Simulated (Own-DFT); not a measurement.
Hf36O71 (tetragonal hafnia with one neutral oxygen vacancy, atoms displaced) (calculated)

A calculation, not a measurement: plane-wave PBE and HSE06 DFT by an unreviewed code, no spin, of a simulated cell at Gamma alone, so results move with cell size and shape, stress positive in tension, energies less offsets, not probed for a lower state with spin; hafnium file: forces about 75 meV/angstrom off all-electron values; oxygen file: force components 24 meV/angstrom off all-electron in a glass; k mesh not checked against a denser one; forces and stress are PBE's, HSE06 gives the energy alone, and its difference from PBE has offsets of its own; offsets are fitted by least squares, one for each functional and potential file, so energies compare only between cells with the same atoms and settings and are not formation energies; the far tail of each file's local potential was reset to the Coulomb form; each entry is a single point on an unrelaxed cell, so the pressure reflects the starting lattice, taken from the Materials Project, from which strain is counted, and rises with the displacements; printed positions are rounded, which can move forces by about a meV/angstrom; the program is a retired in-house code; no spin-orbit coupling. Program: Own-DFT development build.

Common to all runs: first functional PBE; second functional HSE06; exact exchange share 0.25; screening 0.11 1/bohr; exchange divergence Gygi-Baldereschi; potential files PseudoDojo norm-conserving, scalar-relativistic, made for PBE, standard set; wave cutoff 48 hartree; occupations fixed; k mesh 1 x 1 x 1 centred on Gamma.

```json
{"entry": 1, "formula": "Hf36O71", "kind": "tetragonal hafnia with one neutral oxygen vacancy, atoms displaced", "structure": {"cell_angstrom": [[10.78, 0.0, 0.0], [0.0, 10.78, 0.0], [0.0, 0.0, 10.4493]], "atoms_fractional": [["Hf", 0.00158, 0.0001, 0.99901], ["Hf", 0.16904, 0.16404, 0.24452], ["O", 0.00152, 0.16717, 0.1536], ["O", 0.16438, 0.00245, 0.34441], ["O", 0.99722, 0.16918, 0.40403], ["O", 0.16622, 0.99863, 0.09216], ["Hf", 0.00059, 0.99783, 0.49504], ["Hf", 0.16499, 0.16954, 0.75039], ["O", 0.99764, 0.1686, 0.65403], ["O", 0.1667, 0.99989, 0.85266], ["O", 0.00119, 0.16575, 0.90072], ["O", 0.17015, 0.00116, 0.59599], ["Hf", 0.9971, 0.335, 0.00599], ["Hf", 0.16837, 0.4961, 0.25082], ["O", 0.00235, 0.49814, 0.15235], ["O", 0.16605, 0.33373, 0.34468], ["O", 0.00024, 0.49632, 0.40152], ["O", 0.1664, 0.33255, 0.09707], ["Hf", 0.99934, 0.33323, 0.49805], ["Hf", 0.16633, 0.49847, 0.74414], ["O", 0.99848, 0.49496, 0.65607], ["O", 0.16576, 0.33282, 0.84729], ["O", 0.00116, 0.49514, 0.90849], ["O", 0.16486, 0.33947, 0.59285], ["Hf", 0.00111, 0.66825, 0.99768], ["Hf", 0.16878, 0.83005, 0.24968], ["O", 0.99779, 0.83765, 0.15589], ["O", 0.17239, 0.6651, 0.34567], ["O", 0.00375, 0.83631, 0.4048], ["O", 0.16901, 0.66656, 0.09906], ["Hf", 0.00152, 0.66671, 0.49984], ["Hf", 0.16074, 0.83047, 0.74902], ["O", 0.00212, 0.83136, 0.64831], ["O", 0.16788, 0.66695, 0.84902], ["O", 0.99942, 0.83794, 0.89983], ["O", 0.16894, 0.66648, 0.60098], ["Hf", 0.33235, 0.9939, 0.00233], ["Hf", 0.50476, 0.16434, 0.25113], ["O", 0.33378, 0.16753, 0.15501], ["O", 0.49796, 0.99801, 0.3494], ["O", 0.33214, 0.16733, 0.40725], ["O", 0.50333, 0.99983, 0.09804], ["Hf", 0.32671, 0.0066, 0.5002], ["Hf", 0.49989, 0.16689, 0.75139], ["O", 0.33719, 0.1697, 0.6553], ["O", 0.50195, 0.99605, 0.85105], ["O", 0.33497, 0.1686, 0.89789], ["O", 0.50165, 0.0, 0.60226], ["Hf", 0.33237, 0.33324, 0.00147], ["Hf", 0.50157, 0.49722, 0.25512], ["O", 0.33409, 0.50207, 0.15075], ["O", 0.49791, 0.3342, 0.34151], ["O", 0.49914, 0.33555, 0.10024], ["Hf", 0.33122, 0.32804, 0.49978], ["Hf", 0.49801, 0.49502, 0.74718], ["O", 0.33419, 0.50196, 0.6575], ["O", 0.50284, 0.33103, 0.84638], ["O", 0.33941, 0.50212, 0.90622], ["O", 0.50046, 0.32787, 0.60212], ["Hf", 0.33559, 0.66494, 0.99779], ["Hf", 0.50333, 0.83171, 0.24692], ["O", 0.33525, 0.83074, 0.15618], ["O", 0.49633, 0.66677, 0.34806], ["O", 0.32965, 0.83511, 0.40581], ["O", 0.49761, 0.67091, 0.09776], ["Hf", 0.33127, 0.66654, 0.50171], ["Hf", 0.494, 0.83009, 0.75427], ["O", 0.33462, 0.83401, 0.64984], ["O", 0.49874, 0.6651, 0.84877], ["O", 0.3339, 0.83578, 0.90584], ["O", 0.49923, 0.67066, 0.59472], ["Hf", 0.6688, 0.00027, 0.99997], ["Hf", 0.8335, 0.16515, 0.24744], ["O", 0.66786, 0.16582, 0.14917], ["O", 0.82947, 0.99863, 0.34417], ["O", 0.66764, 0.17605, 0.40062], ["O", 0.83643, 0.99888, 0.09481], ["Hf", 0.66989, 0.99734, 0.49979], ["Hf", 0.83419, 0.16858, 0.74976], ["O", 0.67119, 0.16644, 0.65311], ["O", 0.8341, 0.00262, 0.84559], ["O", 0.6684, 0.1684, 0.90479], ["O", 0.83114, 0.00122, 0.60372], ["Hf", 0.6642, 0.33207, 0.0035], ["Hf", 0.82922, 0.49612, 0.24636], ["O", 0.66162, 0.49739, 0.15036], ["O", 0.83408, 0.33124, 0.34616], ["O", 0.66689, 0.49868, 0.40089], ["O", 0.82846, 0.33387, 0.09698], ["Hf", 0.66392, 0.33438, 0.49951], ["Hf", 0.83561, 0.50146, 0.74756], ["O", 0.66541, 0.50408, 0.6478], ["O", 0.83378, 0.32925, 0.84316], ["O", 0.66964, 0.50344, 0.90235], ["O", 0.83211, 0.33152, 0.59259], ["Hf", 0.66481, 0.66734, 0.00523], ["Hf", 0.83788, 0.8302, 0.24296], ["O", 0.66522, 0.83589, 0.15445], ["O", 0.83176, 0.66563, 0.34694], ["O", 0.65932, 0.83403, 0.39895], ["O", 0.83246, 0.66925, 0.09381], ["Hf", 0.6658, 0.66764, 0.49569], ["Hf", 0.83545, 0.83416, 0.75262], ["O", 0.66613, 0.83313, 0.65358], ["O", 0.8311, 0.66361, 0.84599], ["O", 0.66613, 0.83245, 0.90096], ["O", 0.83432, 0.66157, 0.5963]]}, "results": {"PBE_energy_of_cell_above_offsets [eV]": "-100.776", "HSE06_less_PBE_above_offsets [eV]": "-0.133", "PBE_pressure [GPa]": 1.25, "PBE_stress_xx [GPa]": -1.26, "PBE_stress_yy [GPa]": -0.38, "PBE_stress_zz [GPa]": -2.11, "PBE_stress_yz [GPa]": -0.03, "PBE_stress_xz [GPa]": 0.39, "PBE_stress_xy [GPa]": -0.01, "force_element": ["Hf", "Hf", "O", "O", "O", "O", "Hf", "Hf", "O", "O", "O", "O", "Hf", "Hf", "O", "O", "O", "O", "Hf", "Hf", "O", "O", "O", "O", "Hf", "Hf", "O", "O", "O", "O", "Hf", "Hf", "O", "O", "O", "O", "Hf", "Hf", "O", "O", "O", "O", "Hf", "Hf", "O", "O", "O", "O", "Hf", "Hf", "O", "O", "O", "Hf", "Hf", "O", "O", "O", "O", "Hf", "Hf", "O", "O", "O", "O", "Hf", "Hf", "O", "O", "O", "O", "Hf", "Hf", "O", "O", "O", "O", "Hf", "Hf", "O", "O", "O", "O", "Hf", "Hf", "O", "O", "O", "O", "Hf", "Hf", "O", "O", "O", "O", "Hf", "Hf", "O", "O", "O", "O", "Hf", "Hf", "O", "O", "O", "O"], "force_x [eV/angstrom]": [-0.13, -0.304, -0.318, -0.023, 0.092, 0.159, -0.416, 0.084, 1.116, 0.014, 0.164, -1.707, 0.256, 0.193, -0.962, 0.622, 0.021, 0.124, -0.843, -0.05, 0.71, 0.293, -0.106, 0.623, 0.386, 0.779, 1.288, -0.215, -0.141, -0.907, -0.475, 1.575, -0.474, -0.447, -0.03, -0.969, 0.914, -0.173, 0.376, 0.174, -0.1, -0.559, 2.473, 0.817, -1.422, -0.095, -0.079, -0.255, 0.345, -0.908, 0.011, -0.481, -0.122, 0.434, 1.297, -0.327, -0.026, -0.378, -0.398, -0.042, -0.562, -0.602, -0.127, -0.471, 0.607, 1.057, 1.035, -1.152, -0.2, -0.036, -0.094, -0.484, 0.035, -0.049, 0.23, -0.356, -0.313, -1.159, -0.369, -0.867, -0.047, -0.183, 1.059, -0.518, 0.536, 0.888, 0.073, -0.069, 0.714, 0.62, -1.686, -0.011, 0.135, -0.154, 0.017, -0.515, -1.587, 1.121, 0.282, 0.458, 0.579, -0.314, -1.446, 0.524, 0.937, 0.499, 0.507], "force_y [eV/angstrom]": [1.027, 0.663, 0.008, -0.277, -0.925, 0.011, 1.401, -0.781, -0.019, -0.116, 0.335, 0.157, -0.73, 0.49, 0.078, -0.744, 1.172, -0.037, -0.239, -0.173, 0.463, 0.594, 1.298, -0.279, -0.81, 0.092, -0.486, -0.302, -1.26, 0.503, -0.472, 0.838, -0.012, -0.245, -1.229, -0.267, 1.382, -0.584, -0.135, 0.822, 0.292, 0.103, -1.943, -1.224, 0.033, 0.611, -0.415, 0.362, -0.178, 0.806, -0.221, -0.534, -0.376, 1.235, 0.624, -0.163, 0.707, -1.03, 0.537, 0.143, 0.39, 0.613, -0.559, 0.021, 0.021, 0.413, 0.7, -0.214, -0.232, -0.94, -0.356, -0.033, 0.188, -0.033, -0.15, -1.759, 0.046, 0.375, -0.386, 0.15, -0.723, -0.401, -0.609, 0.544, -0.088, 0.477, 0.543, 0.213, 0.103, 0.049, -0.664, -0.31, 1.409, -0.682, 0.414, -0.148, 0.247, -0.278, 0.186, -0.278, 0.031, 0.143, 0.312, -0.187, 0.748, -0.172, 0.282], "force_z [eV/angstrom]": [-0.692, 0.478, -0.219, 0.085, -0.22, 1.11, 1.092, 0.638, -0.398, -1.126, 0.711, 0.388, -0.921, -0.33, 0.133, 0.243, 0.205, 0.026, 0.098, 1.107, -0.515, -0.338, -0.477, 0.508, 0.044, 0.294, -0.818, 0.504, -0.626, -0.403, -0.13, 0.177, 0.107, -0.211, 0.008, -0.167, -0.682, -0.189, -0.144, -0.43, -0.934, 0.209, 0.403, -0.053, -0.547, -0.002, 0.971, -0.86, -0.348, -0.718, 1.019, 1.241, -0.354, 0.215, 0.714, -0.855, 0.458, -0.467, -0.785, 0.51, 1.116, -0.417, -0.072, -0.125, 0.168, -0.63, -0.944, 0.934, -0.108, -0.439, -0.038, -0.864, 0.607, 0.373, 0.283, -0.342, 0.316, 0.846, -0.229, -0.083, 0.475, 0.112, -1.312, -1.387, 0.66, 0.224, -0.669, -0.558, 0.422, 0.946, 0.381, 0.399, 0.554, 0.398, 0.024, -1.606, 1.059, -0.617, -0.417, 0.37, 0.547, 0.961, -0.426, -0.073, 0.089, 0.687, -0.34]}}
{"entry": 2, "formula": "Hf36O71", "kind": "tetragonal hafnia with one neutral oxygen vacancy, atoms displaced", "structure": {"cell_angstrom": [[10.78, 0.0, 0.0], [0.0, 10.78, 0.0], [0.0, 0.0, 10.4493]], "atoms_fractional": [["Hf", 0.99776, 0.99321, 0.99582], ["Hf", 0.17702, 0.17472, 0.25062], ["O", 0.02122, 0.16357, 0.15256], ["O", 0.16754, 0.00609, 0.34369], ["O", 0.99879, 0.16296, 0.40162], ["O", 0.17438, 0.99421, 0.10256], ["Hf", 0.9948, 0.99292, 0.49345], ["Hf", 0.18764, 0.15174, 0.7299], ["O", 0.98254, 0.15812, 0.67486], ["O", 0.16905, 0.99841, 0.85392], ["O", 0.98413, 0.16079, 0.89024], ["O", 0.18245, 0.99717, 0.58701], ["Hf", 0.99503, 0.32997, 0.00283], ["Hf", 0.16406, 0.5019, 0.23813], ["O", 0.00928, 0.5057, 0.15767], ["O", 0.16815, 0.33497, 0.34172], ["O", 0.00545, 0.4924, 0.4041], ["O", 0.15461, 0.3405, 0.09267], ["Hf", 0.99701, 0.32399, 0.49059], ["Hf", 0.16636, 0.5093, 0.73591], ["O", 0.00101, 0.50237, 0.64715], ["O", 0.16236, 0.33853, 0.84711], ["O", 0.00878, 0.49106, 0.91418], ["O", 0.17161, 0.33252, 0.61939], ["Hf", 0.00663, 0.67328, 0.00893], ["Hf", 0.17308, 0.83371, 0.25076], ["O", 0.00633, 0.81042, 0.15225], ["O", 0.1631, 0.66401, 0.35221], ["O", 0.99509, 0.83163, 0.39477], ["O", 0.17288, 0.66178, 0.09693], ["Hf", 0.99022, 0.64949, 0.50937], ["Hf", 0.16562, 0.84802, 0.75275], ["O", 0.00261, 0.83608, 0.64655], ["O", 0.15958, 0.67664, 0.84481], ["O", 0.00301, 0.8378, 0.90747], ["O", 0.16211, 0.66296, 0.60634], ["Hf", 0.32311, 0.99794, 0.98488], ["Hf", 0.49252, 0.17063, 0.24309], ["O", 0.33635, 0.15815, 0.14833], ["O", 0.50255, 0.99314, 0.36149], ["O", 0.32414, 0.17547, 0.39617], ["O", 0.50578, 0.00679, 0.09125], ["Hf", 0.32348, 0.00077, 0.4972], ["Hf", 0.49084, 0.1497, 0.73681], ["O", 0.33871, 0.15621, 0.64986], ["O", 0.49582, 0.00997, 0.85745], ["O", 0.33648, 0.15749, 0.90265], ["O", 0.50521, 0.00557, 0.60785], ["Hf", 0.33706, 0.33344, 0.99991], ["Hf", 0.50319, 0.49725, 0.24353], ["O", 0.32976, 0.49917, 0.13881], ["O", 0.5067, 0.33644, 0.3433], ["O", 0.34213, 0.49814, 0.39748], ["O", 0.50158, 0.33204, 0.11111], ["Hf", 0.32917, 0.33467, 0.49329], ["Hf", 0.50206, 0.51553, 0.75957], ["O", 0.33212, 0.49114, 0.64539], ["O", 0.50716, 0.32343, 0.84518], ["O", 0.32913, 0.50127, 0.8987], ["O", 0.49661, 0.33649, 0.59453], ["Hf", 0.32858, 0.65462, 0.9983], ["Hf", 0.4925, 0.83163, 0.26449], ["O", 0.3533, 0.81975, 0.16107], ["O", 0.49006, 0.66553, 0.34904], ["O", 0.32602, 0.84, 0.40365], ["O", 0.5047, 0.67521, 0.10395], ["Hf", 0.34381, 0.66699, 0.50025], ["Hf", 0.50135, 0.84084, 0.73832], ["O", 0.32669, 0.82694, 0.67347], ["O", 0.50279, 0.67397, 0.8483], ["O", 0.33419, 0.83505, 0.89891], ["O", 0.49708, 0.66102, 0.60252], ["Hf", 0.66685, 0.00156, 0.99203], ["Hf", 0.82655, 0.17442, 0.24763], ["O", 0.64915, 0.16596, 0.15658], ["O", 0.83059, 0.98931, 0.35008], ["O", 0.66498, 0.16782, 0.40796], ["O", 0.8311, 0.99927, 0.08689], ["Hf", 0.67006, 0.99761, 0.50794], ["Hf", 0.83792, 0.16436, 0.7441], ["O", 0.66692, 0.16882, 0.65773], ["O", 0.83455, 0.99383, 0.84065], ["O", 0.67357, 0.1634, 0.91172], ["O", 0.83302, 0.00542, 0.60146], ["Hf", 0.65521, 0.33121, 0.99083], ["Hf", 0.826, 0.50068, 0.24652], ["O", 0.66362, 0.50445, 0.1603], ["O", 0.83889, 0.32481, 0.35514], ["O", 0.67132, 0.51006, 0.39684], ["O", 0.83808, 0.32782, 0.08107], ["Hf", 0.66902, 0.34574, 0.4925], ["Hf", 0.83442, 0.49904, 0.73486], ["O", 0.67379, 0.50318, 0.65646], ["O", 0.82948, 0.34847, 0.8392], ["O", 0.66931, 0.50404, 0.89322], ["O", 0.82491, 0.33004, 0.58305], ["Hf", 0.66718, 0.67033, 0.99627], ["Hf", 0.83048, 0.8406, 0.25169], ["O", 0.83404, 0.65346, 0.34473], ["O", 0.66673, 0.83079, 0.39471], ["O", 0.83669, 0.66319, 0.10561], ["Hf", 0.67226, 0.65763, 0.50447], ["Hf", 0.81631, 0.82499, 0.72906], ["O", 0.66133, 0.83126, 0.65739], ["O", 0.83679, 0.66508, 0.85259], ["O", 0.66176, 0.82733, 0.90565], ["O", 0.84828, 0.67436, 0.57809]]}, "results": {"PBE_energy_of_cell_above_offsets [eV]": "-82.934", "HSE06_less_PBE_above_offsets [eV]": "0.783", "PBE_pressure [GPa]": 7.27, "PBE_stress_xx [GPa]": -12.07, "PBE_stress_yy [GPa]": -3.09, "PBE_stress_zz [GPa]": -6.66, "PBE_stress_yz [GPa]": -1.93, "PBE_stress_xz [GPa]": 1.03, "PBE_stress_xy [GPa]": 0.54, "force_element": ["Hf", "Hf", "O", "O", "O", "O", "Hf", "Hf", "O", "O", "O", "O", "Hf", "Hf", "O", "O", "O", "O", "Hf", "Hf", "O", "O", "O", "O", "Hf", "Hf", "O", "O", "O", "O", "Hf", "Hf", "O", "O", "O", "O", "Hf", "Hf", "O", "O", "O", "O", "Hf", "Hf", "O", "O", "O", "O", "Hf", "Hf", "O", "O", "O", "O", "Hf", "Hf", "O", "O", "O", "O", "Hf", "Hf", "O", "O", "O", "O", "Hf", "Hf", "O", "O", "O", "O", "Hf", "Hf", "O", "O", "O", "O", "Hf", "Hf", "O", "O", "O", "O", "Hf", "Hf", "O", "O", "O", "O", "Hf", "Hf", "O", "O", "O", "O", "Hf", "Hf", "O", "O", "O", "Hf", "Hf", "O", "O", "O", "O"], "force_x [eV/angstrom]": [0.064, -0.828, -3.454, 0.136, -0.049, -0.833, -0.072, -6.102, 9.873, -0.184, 0.404, -6.18, 2.962, 1.253, -3.723, -0.18, -0.621, 3.871, 0.575, 0.318, -1.209, 1.553, -0.355, -0.805, -1.11, -0.259, -0.402, 0.799, 0.231, 0.306, 11.49, -2.207, -0.761, 0.519, 0.34, 1.054, 2.275, 0.764, -1.097, -0.552, 0.868, -1.193, 5.751, 5.29, -0.029, 0.758, -0.892, -0.986, -2.518, -2.575, 1.568, 0.102, -0.327, -0.873, 0.961, -0.667, 0.932, -0.59, 1.338, 0.519, 1.319, 3.621, -4.888, 0.271, 0.154, 0.371, -3.536, -3.138, 2.357, -0.362, -0.013, 1.878, -0.884, 0.02, 4.364, 0.217, 0.856, 0.676, -0.843, -6.537, -1.257, -0.972, 0.358, -0.363, 1.294, 2.532, 0.908, -0.61, -0.425, -4.105, -3.075, 1.785, -2.085, -0.171, -1.596, 2.344, 0.58, 0.018, 0.0, 0.821, -1.262, -1.124, 6.802, -1.145, -0.251, 0.126, -10.28], "force_y [eV/angstrom]": [2.871, -1.288, -0.139, -0.799, -0.539, -1.197, -1.431, 4.359, -0.098, 2.035, 0.074, 0.576, -0.948, 0.536, -0.03, 0.721, -0.94, -0.393, 1.445, -1.012, -0.45, -1.974, 2.417, -1.812, -1.624, -0.553, 1.737, 0.331, 0.43, 0.404, 0.465, -4.638, 0.932, -0.512, -1.07, 0.078, -1.218, -1.942, 1.381, 1.688, -1.675, -0.733, 0.81, 3.526, 0.122, -2.522, 2.846, -2.022, -0.206, 1.098, -0.497, -0.163, 0.169, 0.72, 2.6, -3.089, 1.436, 1.341, -0.849, -0.231, 2.898, 0.894, 0.608, -0.523, -1.272, -1.523, -1.685, 0.144, 0.283, 0.113, -0.943, 0.581, -1.187, -1.888, 0.741, 3.589, -0.319, -0.267, 2.238, 0.708, -0.698, -1.666, 1.622, -1.484, -0.353, 0.897, -0.9, 1.46, -1.29, -0.355, -3.092, -1.003, 1.175, -1.299, -0.306, 0.722, -0.55, -3.323, 1.775, -1.223, -0.294, 1.58, 1.564, -0.43, 0.558, 1.651, 1.52], "force_z [eV/angstrom]": [0.276, -1.342, 0.145, 0.988, 0.414, -0.575, -0.407, 5.067, -6.7, -0.827, 3.101, 3.73, -4.205, 2.109, -0.39, 1.316, 0.062, 1.134, 1.245, 2.896, -0.457, -0.347, -0.562, -3.39, -1.804, -0.192, 0.776, -0.886, 0.925, 0.524, -6.312, 0.665, 0.103, 0.55, -0.731, -1.358, 3.514, 1.849, -0.74, -0.234, 0.833, 0.609, -4.623, 2.923, -3.529, -1.909, -1.825, -0.676, -1.159, 0.635, 0.289, 0.478, 0.289, -1.824, 1.288, -0.877, 0.471, 0.902, -0.952, -0.94, 0.459, -1.26, -1.251, 1.464, 1.013, -1.311, -1.115, 4.647, -3.287, -0.192, 0.736, 0.313, 1.227, -0.903, -0.216, 0.655, -0.088, 2.023, -2.711, 5.564, -0.594, -0.72, -0.539, -1.167, -1.026, -0.728, -1.749, -1.885, 0.269, 3.49, 0.82, 4.919, -2.566, -0.714, 1.068, 1.25, 1.783, -1.747, 0.856, 2.029, -0.972, -2.306, 5.856, -3.714, -2.392, -1.283, 5.654]}}
```
